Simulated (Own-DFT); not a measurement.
Simulation results for Al₃₂O₄₇ (corundum with one vacancy, atoms displaced), Al₃₁GaO₄₈ (corundum with substituted atoms, atoms displaced), Al₁₆O₂₃ (corundum with two vacancies, atoms displaced)

All values are calculated (Own-DFT development build). A calculation, not a measurement: plane-wave PBE density functional theory by an unreviewed code, no spin, of a simulated periodic cell, stress positive in tension, free energy of the whole cell less one offset for each atom, defect cell not probed for a lower state with spin; oxygen file: force components 24 meV/angstrom off all-electron in one glass; forces on such cells passed a denser k mesh, this cell's mesh not checked; offsets are fitted by least squares, one for each functional and potential file, so energies compare only between cells with the same atoms and settings and are not formation energies; the far tail of each file's local potential was reset to the Coulomb form; each entry is a single point on an unrelaxed cell, so the pressure reflects the starting lattice, mostly measured values, from which strain is counted, and rises with the displacements; printed positions are rounded, which can move forces by about a meV/angstrom; the program is a retired in-house code; no spin-orbit coupling; before rounding, a Quantum ESPRESSO 7.3.1 run of the same cell and cutoff gave forces within 1 meV/angstrom rms on each cell, which checks the program and not the settings.

Settings shared by all entries: functional PBE; potential files PseudoDojo norm-conserving, scalar-relativistic, standard set; wave cutoff 72 hartree; occupations Fermi-Dirac; smearing width 0.1 eV; k mesh 3 x 3 x 3 centred on Gamma.

```json
{"entry": 1, "formula": "Al32O47", "kind": "corundum with one vacancy, atoms displaced", "structure": {"cell_angstrom": [[5.494, 0.0, 8.6604], [-2.747, 4.7579, 8.6604], [-2.747, -4.7579, 8.6604]], "atoms_fractional": [["Al", 0.17186, 0.17296, 0.182], ["Al", 0.3237, 0.32684, 0.32409], ["Al", 0.42468, 0.42752, 0.42624], ["Al", 0.07186, 0.07698, 0.08024], ["O", 0.27722, 0.47178, 0.12667], ["O", 0.46867, 0.1253, 0.28172], ["O", 0.12408, 0.27855, 0.46802], ["O", 0.21889, 0.03044, 0.37584], ["O", 0.02539, 0.37856, 0.22417], ["O", 0.37572, 0.22246, 0.02844], ["Al", 0.17647, 0.17758, 0.67769], ["Al", 0.32496, 0.31874, 0.82804], ["Al", 0.43056, 0.43186, 0.91666], ["Al", 0.07706, 0.0742, 0.57024], ["O", 0.27887, 0.47642, 0.61957], ["O", 0.47397, 0.12217, 0.77794], ["O", 0.12298, 0.27898, 0.97343], ["O", 0.22246, 0.03469, 0.87495], ["O", 0.01927, 0.38555, 0.7207], ["O", 0.37639, 0.223, 0.52582], ["Al", 0.17144, 0.67265, 0.17933], ["Al", 0.31892, 0.82559, 0.32102], ["Al", 0.42796, 0.9259, 0.42307], ["Al", 0.07209, 0.5765, 0.0742], ["O", 0.2783, 0.97288, 0.12358], ["O", 0.47177, 0.623, 0.28323], ["O", 0.12569, 0.77175, 0.47664], ["O", 0.22395, 0.52477, 0.37453], ["O", 0.03056, 0.87326, 0.21767], ["O", 0.37502, 0.71653, 0.03551], ["Al", 0.18138, 0.67177, 0.67337], ["Al", 0.32313, 0.81951, 0.8325], ["Al", 0.42548, 0.9268, 0.92617], ["Al", 0.08013, 0.57321, 0.57641], ["O", 0.28076, 0.97335, 0.62069], ["O", 0.47627, 0.62025, 0.77834], ["O", 0.1242, 0.78152, 0.96858], ["O", 0.2246, 0.52407, 0.87015], ["O", 0.02714, 0.87603, 0.71907], ["O", 0.37145, 0.72482, 0.53405], ["Al", 0.68025, 0.17605, 0.17408], ["Al", 0.81936, 0.3253, 0.32812], ["Al", 0.93178, 0.42339, 0.42028], ["Al", 0.57213, 0.0718, 0.07508], ["O", 0.77641, 0.47067, 0.12422], ["O", 0.97138, 0.12403, 0.2803], ["O", 0.62916, 0.27139, 0.47394], ["O", 0.7163, 0.02753, 0.37945], ["O", 0.53501, 0.3746, 0.21548], ["O", 0.87902, 0.21966, 0.02699], ["Al", 0.68063, 0.18226, 0.66928], ["Al", 0.82535, 0.32592, 0.83169], ["Al", 0.92433, 0.42508, 0.92999], ["Al", 0.57412, 0.06766, 0.58074], ["O", 0.77519, 0.46919, 0.63178], ["O", 0.97075, 0.12013, 0.78267], ["O", 0.61806, 0.27945, 0.97276], ["O", 0.71584, 0.03366, 0.87712], ["O", 0.52294, 0.38289, 0.72047], ["Al", 0.67683, 0.68076, 0.17469], ["Al", 0.82986, 0.82444, 0.31945], ["Al", 0.92621, 0.92917, 0.41953], ["Al", 0.57955, 0.57082, 0.07709], ["O", 0.78006, 0.96681, 0.12455], ["O", 0.96857, 0.62623, 0.27957], ["O", 0.62188, 0.78349, 0.46835], ["O", 0.72449, 0.52436, 0.3765], ["O", 0.53267, 0.87635, 0.22408], ["O", 0.87278, 0.71722, 0.03341], ["Al", 0.67861, 0.67188, 0.67672], ["Al", 0.83007, 0.82076, 0.82532], ["Al", 0.92594, 0.92685, 0.92416], ["Al", 0.57256, 0.57172, 0.5753], ["O", 0.77662, 0.97102, 0.62532], ["O", 0.96912, 0.62733, 0.78162], ["O", 0.62485, 0.7788, 0.97079], ["O", 0.71812, 0.53529, 0.87416], ["O", 0.5263, 0.87525, 0.72361], ["O", 0.87522, 0.71585, 0.52783]]}, "results": {"free_energy_of_cell_above_offsets [eV]": "-56.628", "pressure [GPa]": 6.89, "stress_xx [GPa]": -6.33, "stress_yy [GPa]": -7.17, "stress_zz [GPa]": -7.18, "stress_yz [GPa]": -0.58, "stress_xz [GPa]": -0.06, "stress_xy [GPa]": -0.49, "force_element": ["Al", "Al", "Al", "Al", "O", "O", "O", "O", "O", "O", "Al", "Al", "Al", "Al", "O", "O", "O", "O", "O", "O", "Al", "Al", "Al", "Al", "O", "O", "O", "O", "O", "O", "Al", "Al", "Al", "Al", "O", "O", "O", "O", "O", "O", "Al", "Al", "Al", "Al", "O", "O", "O", "O", "O", "O", "Al", "Al", "Al", "Al", "O", "O", "O", "O", "O", "Al", "Al", "Al", "Al", "O", "O", "O", "O", "O", "O", "Al", "Al", "Al", "Al", "O", "O", "O", "O", "O", "O"], "force_x [eV/angstrom]": [0.383, 0.769, 0.86, 1.188, -0.108, 0.374, 0.027, 0.769, 0.658, -0.607, 0.101, 0.119, -0.757, -1.166, 0.134, -0.578, -0.086, -0.093, 1.187, -0.308, 0.908, 0.367, -0.376, 0.939, -0.396, 0.124, -0.224, -0.408, -0.655, -0.333, -0.812, 0.763, 0.482, -0.991, -0.677, -1.009, 0.019, -1.052, -0.011, 0.564, -0.926, 0.133, -1.446, -0.422, 0.019, 0.052, -0.828, 1.165, -0.626, -0.494, 0.61, -0.062, 0.187, 0.007, 0.789, -0.038, 1.217, 1.107, 0.891, -0.551, -1.562, -0.875, -0.707, -0.276, 0.666, 0.892, -0.399, -0.282, 0.551, -0.295, -0.942, -0.332, 0.277, 0.641, 0.865, -0.093, 0.484, 0.013, 0.503], "force_y [eV/angstrom]": [1.176, -0.371, -0.426, 0.533, 0.697, 0.495, -0.362, 0.019, -0.234, -0.237, 0.049, 0.318, -1.705, -0.298, -1.242, 0.37, -0.242, -0.551, -1.05, -0.15, 0.017, -0.789, -0.305, 0.009, -0.341, 0.542, 1.432, 0.085, 0.168, 0.65, 0.103, 1.219, -0.115, 0.428, -0.66, 0.962, -0.772, -0.369, -0.51, 0.51, -0.601, 0.072, -0.804, 0.778, -0.597, 0.314, 0.823, 0.538, -0.475, -0.057, -0.531, 0.595, 1.096, 0.642, 0.41, 1.123, -0.248, -0.195, -0.776, -0.626, -0.787, -1.865, 0.725, 0.386, 0.195, -0.889, 0.32, -0.452, 0.93, 0.836, 1.005, 0.262, 0.977, -0.201, -0.48, -0.391, -1.116, -0.704, 0.715], "force_z [eV/angstrom]": [1.157, -0.545, -0.334, -1.075, -0.442, 0.073, 0.758, -0.848, -0.981, -0.831, -0.696, 0.26, -0.346, 0.292, 0.172, 0.416, 0.082, -0.319, 0.018, 0.309, 0.421, 1.02, 0.603, -0.228, 0.247, 0.223, -0.243, 0.344, 0.835, -0.177, 0.653, -0.241, -0.248, -1.347, 0.492, 0.762, -0.197, 0.893, 0.137, -0.606, -1.088, 0.266, 0.501, 1.062, 0.812, 0.026, -0.283, 0.12, 0.278, 0.105, 0.38, -2.188, 0.266, 0.027, -0.583, 0.966, 1.335, -0.467, -1.064, -0.375, -0.605, 0.069, -0.635, 0.637, -0.094, 0.353, -0.213, -1.487, 0.401, -0.398, -0.607, -0.051, 0.957, 0.172, -0.416, 0.574, 0.228, -0.387, 0.944]}}
{"entry": 2, "formula": "Al31GaO48", "kind": "corundum with substituted atoms, atoms displaced", "structure": {"cell_angstrom": [[5.494, 0.0, 8.6604], [-2.747, 4.7579, 8.6604], [-2.747, -4.7579, 8.6604]], "atoms_fractional": [["Al", 0.17677, 0.17265, 0.17725], ["Al", 0.32556, 0.32515, 0.32183], ["Al", 0.41324, 0.4357, 0.42967], ["Al", 0.07142, 0.07769, 0.07151], ["O", 0.27161, 0.47117, 0.12967], ["O", 0.47113, 0.12508, 0.28013], ["O", 0.13392, 0.27239, 0.4754], ["O", 0.22036, 0.03193, 0.37646], ["O", 0.02965, 0.3795, 0.2228], ["O", 0.37668, 0.22127, 0.02347], ["Al", 0.18052, 0.17835, 0.673], ["Al", 0.32664, 0.31395, 0.82859], ["Al", 0.42148, 0.43552, 0.92659], ["Al", 0.07292, 0.06977, 0.5752], ["O", 0.27511, 0.4751, 0.62405], ["O", 0.47084, 0.12231, 0.77733], ["O", 0.12343, 0.2758, 0.97332], ["O", 0.22011, 0.02662, 0.87609], ["O", 0.03579, 0.37204, 0.71709], ["O", 0.36816, 0.22582, 0.5345], ["Al", 0.17702, 0.67896, 0.17319], ["Al", 0.3178, 0.81964, 0.32898], ["Al", 0.41899, 0.92811, 0.42814], ["Al", 0.07614, 0.57105, 0.0707], ["O", 0.27821, 0.97325, 0.12071], ["O", 0.47241, 0.61601, 0.2824], ["O", 0.12069, 0.78259, 0.47867], ["O", 0.22553, 0.52957, 0.37223], ["O", 0.02645, 0.87249, 0.22618], ["O", 0.37359, 0.71743, 0.03266], ["Al", 0.17909, 0.66833, 0.68311], ["Al", 0.32049, 0.82712, 0.82244], ["Al", 0.41976, 0.92368, 0.93265], ["Al", 0.07534, 0.57619, 0.57024], ["O", 0.28027, 0.97244, 0.6225], ["O", 0.4831, 0.62688, 0.77533], ["O", 0.12587, 0.77472, 0.9709], ["O", 0.22122, 0.52117, 0.88074], ["O", 0.02454, 0.87585, 0.7286], ["O", 0.37386, 0.71965, 0.53003], ["Al", 0.67414, 0.17314, 0.1758], ["Al", 0.81994, 0.32781, 0.32692], ["Al", 0.92935, 0.42086, 0.42756], ["Ga", 0.57152, 0.07467, 0.07513], ["O", 0.77722, 0.47049, 0.12647], ["O", 0.97955, 0.12245, 0.27258], ["O", 0.62112, 0.27604, 0.47447], ["O", 0.72574, 0.021, 0.37963], ["O", 0.52329, 0.37786, 0.22224], ["O", 0.87228, 0.22252, 0.03128], ["Al", 0.68171, 0.17335, 0.67842], ["Al", 0.82169, 0.32185, 0.83228], ["Al", 0.92558, 0.42063, 0.92743], ["Al", 0.57454, 0.06906, 0.57737], ["O", 0.77731, 0.47686, 0.62245], ["O", 0.9685, 0.12642, 0.78072], ["O", 0.62776, 0.27332, 0.97567], ["O", 0.71946, 0.02504, 0.8719], ["O", 0.52572, 0.37484, 0.71948], ["O", 0.87762, 0.2209, 0.53114], ["Al", 0.67731, 0.67298, 0.1843], ["Al", 0.81983, 0.8296, 0.32423], ["Al", 0.92672, 0.9271, 0.42226], ["Al", 0.5748, 0.57324, 0.07632], ["O", 0.77226, 0.97469, 0.13272], ["O", 0.97308, 0.6244, 0.27939], ["O", 0.62129, 0.77127, 0.48259], ["O", 0.71451, 0.5258, 0.38461], ["O", 0.53478, 0.86863, 0.21765], ["O", 0.87339, 0.72602, 0.02684], ["Al", 0.67647, 0.67302, 0.68061], ["Al", 0.82813, 0.82333, 0.81931], ["Al", 0.92281, 0.9204, 0.93108], ["Al", 0.57045, 0.57821, 0.57503], ["O", 0.77742, 0.96845, 0.625], ["O", 0.97164, 0.61585, 0.77901], ["O", 0.62277, 0.77808, 0.97605], ["O", 0.71395, 0.53163, 0.87676], ["O", 0.52951, 0.87169, 0.7254], ["O", 0.87709, 0.72936, 0.51929]]}, "results": {"free_energy_of_cell_above_offsets [eV]": "-56.403", "pressure [GPa]": 8.98, "stress_xx [GPa]": -9.32, "stress_yy [GPa]": -9.59, "stress_zz [GPa]": -8.03, "stress_yz [GPa]": 0.2, "stress_xz [GPa]": 0.11, "stress_xy [GPa]": -0.12, "force_element": ["Al", "Al", "Al", "Al", "O", "O", "O", "O", "O", "O", "Al", "Al", "Al", "Al", "O", "O", "O", "O", "O", "O", "Al", "Al", "Al", "Al", "O", "O", "O", "O", "O", "O", "Al", "Al", "Al", "Al", "O", "O", "O", "O", "O", "O", "Al", "Al", "Al", "Ga", "O", "O", "O", "O", "O", "O", "Al", "Al", "Al", "Al", "O", "O", "O", "O", "O", "O", "Al", "Al", "Al", "Al", "O", "O", "O", "O", "O", "O", "Al", "Al", "Al", "Al", "O", "O", "O", "O", "O", "O"], "force_x [eV/angstrom]": [-0.272, -0.221, 2.103, 0.347, 0.906, -0.629, -0.965, 0.754, 0.043, -1.591, -0.57, 0.28, 1.119, -0.345, -0.375, -0.193, 0.157, -0.06, -1.541, 1.554, -0.651, 1.021, 1.16, -1.216, -0.573, -0.786, 0.215, -0.847, 0.612, 0.037, -0.377, 0.612, 1.57, -0.692, -0.425, -1.917, 0.016, 0.226, 1.13, -0.461, -0.85, 0.124, -0.322, 0.426, 0.284, -1.256, 0.533, -0.906, 0.786, 0.033, -0.791, 0.806, -0.209, -0.55, 0.612, 0.208, -0.832, 0.734, -0.261, 0.076, 0.505, 0.46, -0.333, -0.266, 1.787, -0.354, -0.011, 1.129, -1.919, 0.334, 0.63, -0.819, -0.276, 0.62, 0.331, -0.566, 0.27, 1.192, -0.456, -0.059], "force_y [eV/angstrom]": [0.503, -0.341, -1.473, -0.751, 0.479, -0.609, 0.704, -0.059, -1.001, 0.112, -0.503, 0.914, -0.526, -0.084, -0.675, -0.418, 0.244, -0.091, -0.199, 0.328, -0.807, 0.529, -0.171, -0.23, -1.212, 1.402, 0.027, 0.21, 1.274, 0.665, 0.515, -0.065, 0.578, -0.316, -0.637, -1.335, 0.208, 0.754, -0.211, 0.286, -0.262, -0.469, 0.333, 0.004, -0.094, -0.142, 0.281, 1.408, -0.439, 0.177, 0.808, 1.284, 0.527, 0.573, -1.216, -0.573, 1.48, -0.193, -0.022, 0.367, 0.63, -1.731, -0.352, 0.026, 0.09, 0.239, 2.094, 0.535, -1.229, -0.859, 1.255, -0.782, 0.837, -0.731, 0.2, 0.744, -0.115, -1.018, 0.105, -1.786], "force_z [eV/angstrom]": [0.119, 0.475, -0.527, -0.112, -0.014, 0.339, -1.22, -0.721, -1.323, -0.316, -0.911, -0.167, -0.241, 1.512, 0.745, 0.186, 0.252, -0.108, 0.249, 0.348, -0.525, 0.221, 0.532, 1.068, 0.804, 1.247, -0.383, -0.137, 0.237, 0.146, -0.618, 0.496, -0.028, -0.371, -0.08, -1.699, 0.152, 0.073, -0.834, 0.018, 1.222, -0.873, 1.311, -1.116, 0.393, 0.543, 0.487, -0.413, -0.419, -0.101, -1.346, -0.844, 0.442, 0.39, 0.193, -0.288, 0.149, 0.837, 0.857, -0.611, -1.214, -0.296, 0.176, 0.109, -0.311, -0.26, -0.166, -0.367, 0.244, -0.121, 0.068, -0.873, 0.846, 0.366, 0.677, 1.23, -0.244, 0.538, -0.112, 0.013]}}
{"entry": 3, "formula": "Al16O23", "kind": "corundum with two vacancies, atoms displaced", "structure": {"cell_angstrom": [[5.494, 0.0, 8.6604], [-2.747, 4.7579, 8.6604], [-2.747, -4.7579, 8.6604]], "atoms_fractional": [["Al", 0.18115, 0.17157, 0.17905], ["Al", 0.32307, 0.32614, 0.32764], ["Al", 0.42835, 0.42374, 0.42565], ["Al", 0.07095, 0.0801, 0.07607], ["O", 0.47134, 0.12806, 0.27789], ["O", 0.12871, 0.27588, 0.46937], ["O", 0.22599, 0.02799, 0.37711], ["O", 0.01991, 0.37516, 0.22568], ["O", 0.37107, 0.2181, 0.033], ["Al", 0.17512, 0.17386, 0.68192], ["Al", 0.3185, 0.32811, 0.81813], ["Al", 0.42495, 0.42315, 0.92554], ["Al", 0.07798, 0.06719, 0.57573], ["O", 0.28972, 0.46824, 0.61385], ["O", 0.47376, 0.12506, 0.77312], ["O", 0.12684, 0.2752, 0.96901], ["O", 0.21944, 0.02577, 0.87743], ["O", 0.01935, 0.37606, 0.72704], ["O", 0.37258, 0.23182, 0.52106], ["Al", 0.17504, 0.67337, 0.1786], ["Al", 0.31969, 0.82768, 0.32772], ["Al", 0.42574, 0.92006, 0.43298], ["Al", 0.0767, 0.57375, 0.07568], ["O", 0.28049, 0.96678, 0.12143], ["O", 0.47203, 0.62533, 0.28108], ["O", 0.12739, 0.78663, 0.47168], ["O", 0.22698, 0.53017, 0.36285], ["O", 0.02699, 0.87748, 0.21258], ["O", 0.37819, 0.72831, 0.0189], ["Al", 0.18173, 0.67206, 0.67557], ["Al", 0.32866, 0.82444, 0.82116], ["Al", 0.41979, 0.93192, 0.92958], ["Al", 0.07281, 0.57542, 0.57187], ["O", 0.27341, 0.97818, 0.62439], ["O", 0.46988, 0.62681, 0.77858], ["O", 0.22227, 0.52692, 0.87262], ["O", 0.02771, 0.87232, 0.72282], ["O", 0.37601, 0.71804, 0.53001], ["Al", 0.67674, 0.17153, 0.17313], ["Al", 0.82173, 0.33343, 0.32263], ["Al", 0.92563, 0.43305, 0.41893], ["Al", 0.57092, 0.07905, 0.06873], ["O", 0.775, 0.47764, 0.12085], ["O", 0.96767, 0.12415, 0.28556], ["O", 0.62764, 0.28055, 0.46887], ["O", 0.71897, 0.02564, 0.37862], ["O", 0.53231, 0.36924, 0.22222], ["O", 0.8677, 0.2214, 0.03184], ["Al", 0.67829, 0.17057, 0.67842], ["Al", 0.82037, 0.3254, 0.82411], ["Al", 0.92674, 0.43121, 0.9195], ["Al", 0.57507, 0.0711, 0.57285], ["O", 0.78279, 0.46761, 0.62389], ["O", 0.97935, 0.11552, 0.78262], ["O", 0.62341, 0.28379, 0.96615], ["O", 0.71838, 0.02654, 0.88171], ["O", 0.53098, 0.37681, 0.72145], ["O", 0.87059, 0.22175, 0.52922], ["Al", 0.67691, 0.67059, 0.181], ["Al", 0.82552, 0.81947, 0.32665], ["Al", 0.92241, 0.92677, 0.42966], ["Al", 0.56899, 0.57487, 0.0761], ["O", 0.77814, 0.96606, 0.13069], ["O", 0.97286, 0.61964, 0.28428], ["O", 0.62949, 0.77523, 0.46676], ["O", 0.7188, 0.5273, 0.37972], ["O", 0.52761, 0.87343, 0.22249], ["O", 0.87241, 0.72182, 0.03057], ["Al", 0.67783, 0.67461, 0.67329], ["Al", 0.82553, 0.82671, 0.82758], ["Al", 0.9273, 0.92252, 0.93248], ["Al", 0.57108, 0.56974, 0.57275], ["O", 0.77569, 0.96846, 0.63117], ["O", 0.96654, 0.62923, 0.77972], ["O", 0.63, 0.7795, 0.96517], ["O", 0.72568, 0.52709, 0.87235], ["O", 0.53783, 0.8757, 0.717], ["O", 0.87859, 0.71427, 0.52927]]}, "results": {"free_energy_of_cell_above_offsets [eV]": "-53.213", "pressure [GPa]": 7.0, "stress_xx [GPa]": -6.72, "stress_yy [GPa]": -7.65, "stress_zz [GPa]": -6.62, "stress_yz [GPa]": -0.01, "stress_xz [GPa]": -0.11, "stress_xy [GPa]": -0.22, "force_element": ["Al", "Al", "Al", "Al", "O", "O", "O", "O", "O", "Al", "Al", "Al", "Al", "O", "O", "O", "O", "O", "O", "Al", "Al", "Al", "Al", "O", "O", "O", "O", "O", "O", "Al", "Al", "Al", "Al", "O", "O", "O", "O", "O", "Al", "Al", "Al", "Al", "O", "O", "O", "O", "O", "O", "Al", "Al", "Al", "Al", "O", "O", "O", "O", "O", "O", "Al", "Al", "Al", "Al", "O", "O", "O", "O", "O", "O", "Al", "Al", "Al", "Al", "O", "O", "O", "O", "O", "O"], "force_x [eV/angstrom]": [-1.213, 0.789, 1.442, -0.219, 0.391, -0.935, 0.161, 1.082, 0.426, -0.137, 0.972, -1.09, -1.464, -2.454, -0.965, -0.513, 0.18, 1.537, -0.061, 0.721, 1.606, 0.552, 0.293, -1.816, -0.131, -0.56, -1.113, -0.28, -0.394, -1.205, -0.838, 2.263, 0.417, 1.35, 0.539, 0.032, 0.182, -0.225, -0.609, 0.335, 0.259, -0.18, 0.392, 0.952, -0.223, 0.668, -0.44, 0.932, -0.167, 0.555, -1.054, -0.331, -0.526, -1.063, 0.116, 0.605, -0.291, 0.774, -0.542, -0.067, -0.106, 0.926, -0.324, -0.066, -0.599, 0.484, -0.309, 0.52, -0.267, -0.159, 0.789, 0.177, 0.476, 1.721, -1.131, -0.815, -0.743, 0.01], "force_y [eV/angstrom]": [0.051, 0.509, 0.741, -0.438, -0.421, 0.129, 0.113, 0.734, 0.97, 0.812, -0.761, 0.263, 0.73, -0.347, 0.153, 0.161, 0.385, 0.561, -1.723, 1.882, 0.446, 1.427, 0.6, -0.578, 0.085, -0.845, -1.031, -0.781, -1.176, 0.462, -0.616, 0.108, -0.34, -0.841, 0.204, -0.3, -0.026, 0.306, -0.417, -1.164, -2.56, -1.622, -0.774, 0.715, -0.378, 0.001, 0.808, 0.235, 0.648, -0.211, -0.715, 0.652, 0.442, 0.774, -1.019, 0.786, -1.05, -0.326, 1.426, 0.712, 0.142, 0.485, 0.677, 1.002, -0.673, 0.655, 0.083, -0.447, -0.569, -0.329, -0.372, -0.143, 0.552, 0.191, -0.488, 0.095, -0.451, 1.02], "force_z [eV/angstrom]": [-0.384, -1.264, -0.207, -1.14, -0.598, -0.167, -0.779, 0.523, -0.014, -0.559, 0.488, 0.893, 0.364, 0.504, 0.465, 0.158, 0.56, 0.53, 0.191, -0.859, -0.117, 0.384, 0.231, 1.461, -0.5, -1.606, 1.424, 0.715, -0.218, -0.284, -0.247, -0.534, 0.104, 0.194, -0.3, -0.341, 0.301, 0.269, 0.47, -1.293, 0.057, 0.587, 0.407, -0.081, -0.276, 0.003, 0.323, 0.699, -0.14, 0.158, -0.276, 0.597, -0.19, -0.072, -0.36, -0.15, -1.097, 0.829, -0.509, 0.205, 0.113, 0.2, -0.263, 0.164, 0.067, -0.232, 0.165, 0.473, 0.03, -0.903, 0.374, 1.559, 0.029, -0.044, -0.106, -0.216, -1.292, 0.347]}}
```
